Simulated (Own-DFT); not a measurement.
Simulation results for Hf$_{36}$O$_{71}$ (tetragonal hafnia with one neutral oxygen vacancy, atoms displaced)

A calculation, not a measurement: plane-wave PBE and HSE06 DFT by an unreviewed code, no spin, of a simulated cell at Gamma alone, so results move with cell size and shape, stress positive in tension, energies less offsets, not probed for a lower state with spin; hafnium file: forces about 75 meV/angstrom off all-electron values; oxygen file: force components 24 meV/angstrom off all-electron in a glass; k mesh not checked against a denser one; forces and stress are PBE's, HSE06 gives the energy alone, and its difference from PBE has offsets of its own; offsets are fitted by least squares, one for each functional and potential file, so energies compare only between cells with the same atoms and settings and are not formation energies; the far tail of each file's local potential was reset to the Coulomb form; each entry is a single point on an unrelaxed cell, so the pressure reflects the starting lattice, taken from the Materials Project, from which strain is counted, and rises with the displacements; printed positions are rounded, which can move forces by about a meV/angstrom; the program is a retired in-house code; no spin-orbit coupling. Program: Own-DFT development build.

```cif
# cell vector a (Å): 10.7800 0.0000 0.0000
# cell vector b (Å): 0.0000 10.7800 0.0000
# cell vector c (Å): 0.0000 0.0000 10.4493
data_Hf36O71
_symmetry_space_group_name_H-M 'P 1'
_symmetry_Int_Tables_number 1
_cell_length_a 10.7800
_cell_length_b 10.7800
_cell_length_c 10.4493
_cell_angle_alpha 90.000
_cell_angle_beta 90.000
_cell_angle_gamma 90.000
_cell_volume 1214.30
loop_
_atom_site_label
_atom_site_type_symbol
_atom_site_fract_x
_atom_site_fract_y
_atom_site_fract_z
_atom_site_occupancy
Hf1 Hf 0.00650 0.00340 0.00217 1
Hf2 Hf 0.16433 0.17300 0.25154 1
O1 O 0.16281 0.99729 0.34518 1
O2 O 0.99797 0.16714 0.41058 1
O3 O 0.16893 0.00167 0.09803 1
Hf3 Hf 0.00838 0.00093 0.49561 1
Hf4 Hf 0.16426 0.16216 0.74452 1
O4 O 0.00328 0.17109 0.65000 1
O5 O 0.16745 0.00655 0.84441 1
O6 O 0.00317 0.16428 0.90178 1
O7 O 0.16107 0.99571 0.60716 1
Hf5 Hf 0.00955 0.33698 0.98870 1
Hf6 Hf 0.15858 0.49589 0.24815 1
O8 O 0.01067 0.50468 0.14563 1
O9 O 0.16713 0.34651 0.35036 1
O10 O 0.99561 0.49738 0.40577 1
O11 O 0.17348 0.34003 0.10183 1
Hf7 Hf 0.00055 0.33640 0.49332 1
Hf8 Hf 0.17088 0.49050 0.74269 1
O12 O 0.99829 0.49648 0.65517 1
O13 O 0.17010 0.33376 0.85208 1
O14 O 0.00247 0.49646 0.90326 1
O15 O 0.16243 0.32296 0.60026 1
Hf9 Hf 0.00532 0.66301 0.99441 1
Hf10 Hf 0.17303 0.83292 0.24368 1
O16 O 0.00010 0.83764 0.15715 1
O17 O 0.17030 0.66471 0.34814 1
O18 O 0.99906 0.82821 0.40751 1
O19 O 0.16361 0.66864 0.10382 1
Hf11 Hf 0.00276 0.67224 0.49433 1
Hf12 Hf 0.16664 0.83526 0.75235 1
O20 O 0.99856 0.83758 0.64861 1
O21 O 0.16595 0.66565 0.83964 1
O22 O 0.00228 0.83942 0.90479 1
O23 O 0.16469 0.66434 0.60348 1
Hf13 Hf 0.33652 0.00109 0.00305 1
Hf14 Hf 0.49800 0.16787 0.24520 1
O24 O 0.34128 0.16532 0.15302 1
O25 O 0.50507 0.99579 0.34167 1
O26 O 0.33684 0.16669 0.40803 1
O27 O 0.50497 0.99009 0.10152 1
Hf15 Hf 0.32647 0.99679 0.50044 1
Hf16 Hf 0.49427 0.17183 0.75026 1
O28 O 0.33042 0.16792 0.64737 1
O29 O 0.50160 0.99471 0.85177 1
O30 O 0.33257 0.16230 0.90683 1
O31 O 0.50235 0.99716 0.59983 1
Hf17 Hf 0.33305 0.33429 0.00342 1
Hf18 Hf 0.50307 0.50934 0.24726 1
O32 O 0.33171 0.49826 0.14859 1
O33 O 0.50804 0.33398 0.35266 1
O34 O 0.33073 0.49957 0.40140 1
O35 O 0.49910 0.33383 0.09610 1
Hf19 Hf 0.32324 0.33824 0.49615 1
Hf20 Hf 0.50224 0.50403 0.74926 1
O36 O 0.33212 0.49204 0.65075 1
O37 O 0.50016 0.33422 0.84718 1
O38 O 0.33129 0.49154 0.90024 1
O39 O 0.49737 0.33241 0.59633 1
Hf21 Hf 0.33364 0.66231 0.98712 1
Hf22 Hf 0.50548 0.83254 0.25900 1
O40 O 0.33228 0.84217 0.15721 1
O41 O 0.51064 0.66509 0.34800 1
O42 O 0.33473 0.82711 0.39918 1
O43 O 0.50385 0.66326 0.10257 1
Hf23 Hf 0.33718 0.67185 0.49277 1
Hf24 Hf 0.50317 0.83440 0.74924 1
O44 O 0.32938 0.83519 0.65273 1
O45 O 0.50403 0.66642 0.84734 1
O46 O 0.32856 0.83383 0.90994 1
O47 O 0.49349 0.66430 0.59371 1
Hf25 Hf 0.66153 0.00289 0.00510 1
Hf26 Hf 0.83972 0.17194 0.25371 1
O48 O 0.67497 0.16888 0.15211 1
O49 O 0.83367 0.99481 0.34876 1
O50 O 0.66911 0.16409 0.39481 1
O51 O 0.83154 0.99935 0.09776 1
Hf27 Hf 0.66817 0.99692 0.50344 1
Hf28 Hf 0.83026 0.16879 0.75730 1
O52 O 0.66982 0.17556 0.65567 1
O53 O 0.84015 0.00245 0.84093 1
O54 O 0.67522 0.16667 0.90500 1
O55 O 0.83173 0.99797 0.60379 1
Hf29 Hf 0.66567 0.33264 0.00656 1
Hf30 Hf 0.84158 0.49589 0.24684 1
O56 O 0.66019 0.50364 0.15637 1
O57 O 0.83885 0.33339 0.34699 1
O58 O 0.66970 0.49807 0.40838 1
O59 O 0.82889 0.33126 0.09054 1
Hf31 Hf 0.66284 0.32721 0.50343 1
Hf32 Hf 0.83234 0.50131 0.75797 1
O60 O 0.65620 0.50020 0.65211 1
O61 O 0.82917 0.32982 0.84876 1
O62 O 0.66813 0.50217 0.89989 1
O63 O 0.83942 0.33004 0.60485 1
Hf33 Hf 0.66662 0.66968 0.00144 1
Hf34 Hf 0.83645 0.83871 0.24475 1
O64 O 0.67049 0.82733 0.15473 1
O65 O 0.83681 0.66971 0.34614 1
O66 O 0.67025 0.83242 0.40110 1
O67 O 0.84459 0.67209 0.09552 1
Hf35 Hf 0.66186 0.66229 0.50053 1
Hf36 Hf 0.83111 0.83338 0.74378 1
O68 O 0.67063 0.84250 0.65461 1
O69 O 0.83473 0.66176 0.84845 1
O70 O 0.67429 0.83419 0.90170 1
O71 O 0.83048 0.66209 0.60080 1
_calc_first_functional 'PBE'
_calc_second_functional 'HSE06'
_calc_exact_exchange_share 0.25
_calc_screening 0.11  # 1/bohr
_calc_exchange_divergence 'Gygi-Baldereschi'
_calc_potential_files 'PseudoDojo norm-conserving, scalar-relativistic, made for PBE, standard set'
_calc_wave_cutoff 48  # hartree
_calc_occupations 'fixed'
_calc_k_mesh '1 x 1 x 1 centred on Gamma'
_calc_PBE_energy_of_cell_above_offsets '-97.173'  # eV
_calc_HSE06_less_PBE_above_offsets '0.041'  # eV
_calc_PBE_pressure 2.09  # GPa
_calc_PBE_stress_xx -0.98  # GPa
_calc_PBE_stress_yy -2.81  # GPa
_calc_PBE_stress_zz -2.47  # GPa
_calc_PBE_stress_yz 0.63  # GPa
_calc_PBE_stress_xz -0.19  # GPa
_calc_PBE_stress_xy 0.03  # GPa
```

Force:
```tsv
element	x (eV/Å)	y (eV/Å)	z (eV/Å)
Hf	-1.731	-1.09	-0.533
Hf	0.42	-0.586	-0.288
O	0.353	1.152	0.766
O	0.711	0.129	-2.148
O	-0.004	0.929	0.367
Hf	-2.514	-1.26	1.415
Hf	-0.443	1.068	0.235
O	-0.563	-0.902	0.508
O	0.235	-1.491	0.946
O	0.135	1.206	0.85
O	1.499	0.376	-1.389
Hf	-0.846	-1.638	0.996
Hf	2.948	2.89	-0.104
O	-2.766	-0.797	-0.271
O	-0.2	-3.504	0.526
O	0.111	1.282	-1.674
O	-1.428	-1.502	0.316
Hf	-1.521	-0.348	3.331
Hf	-1.235	1.287	-0.189
O	0.646	-0.145	0.258
O	-0.446	-0.926	0.002
O	-0.248	0.79	-0.772
O	0.578	1.165	-0.577
Hf	-0.394	1.584	0.348
Hf	-1.558	-1.259	0.306
O	1.288	0.453	-0.463
O	-0.447	0.201	-0.073
O	0.464	1.997	-0.948
O	1.271	0.432	-1.466
Hf	-0.634	-1.295	1.87
Hf	-1.349	-0.189	-0.281
O	0.433	-0.558	0.5
O	0.471	-0.706	1.266
O	0.526	-1.071	-0.001
O	0.86	0.224	-1.354
Hf	0.196	-0.48	0.079
Hf	2.428	0.583	1.973
O	-2.244	-0.099	-0.079
O	-0.641	1.124	0.949
O	-0.617	-0.45	-0.811
O	-0.823	0.713	-0.048
Hf	1.137	0.573	0.666
Hf	0.574	-0.119	-0.513
O	0.405	-0.692	0.675
O	-0.168	0.76	-0.234
O	0.634	0.873	-0.366
O	-1.099	0.023	-0.389
Hf	0.814	-0.304	-0.555
Hf	-1.468	-2.027	0.561
O	0.275	0.369	0.243
O	-0.513	-0.084	-1.266
O	0.654	0.879	-0.033
O	0.076	-0.374	0.511
Hf	1.994	-0.167	1.029
Hf	-0.639	-1.687	-0.12
O	0.432	-0.013	-0.152
O	0.023	-0.164	-0.021
O	0.156	1.732	-0.292
O	-0.474	-0.454	0.21
Hf	-0.469	-0.474	2.031
Hf	0.392	0.222	-1.768
O	1.355	-0.287	-0.412
O	-0.68	0.409	0.901
O	0.164	1.918	-0.09
O	-1.45	0.415	-0.993
Hf	-2.489	-2.235	1.197
Hf	-0.027	0.876	-0.167
O	1.046	0.15	-0.078
O	-0.71	0.728	0.37
O	0.072	-0.281	-0.774
O	0.831	0.576	0.886
Hf	1.883	-0.271	-0.973
Hf	-0.863	-1.689	-0.478
O	-1.466	-0.041	-0.005
O	0.56	1.631	0.038
O	0.289	-0.035	1.193
O	0.941	0.493	-0.177
Hf	0.945	0.451	-0.687
Hf	0.824	-0.559	-1.581
O	-1.545	-0.398	-0.216
O	-0.157	-0.805	0.78
O	-0.985	-0.199	0.229
O	0.43	0.305	-1.445
Hf	-0.135	-0.071	-1.608
Hf	-1.041	1.805	0.502
O	2.73	-0.353	-0.593
O	0.126	0.265	-0.241
O	0.307	0.001	-0.362
O	2.443	0.58	1.344
Hf	0.176	0.012	0.07
Hf	-0.156	-0.901	-1.979
O	1.679	0.164	0.045
O	0.63	1.447	0.775
O	-0.232	-0.267	0.78
O	-0.885	0.426	-1.448
Hf	1.302	0.103	0.253
Hf	-0.095	-1.012	0.653
O	-0.725	-0.054	-0.441
O	-0.03	-1.158	-0.576
O	-0.738	-0.124	0.781
O	-1.189	-0.918	-0.317
Hf	1.857	-0.302	-0.342
Hf	1.558	0.66	1.103
O	-1.963	-0.893	-0.531
O	0.356	1.138	0.265
O	-0.503	-0.164	0.214
O	-0.101	0.308	-0.423
```
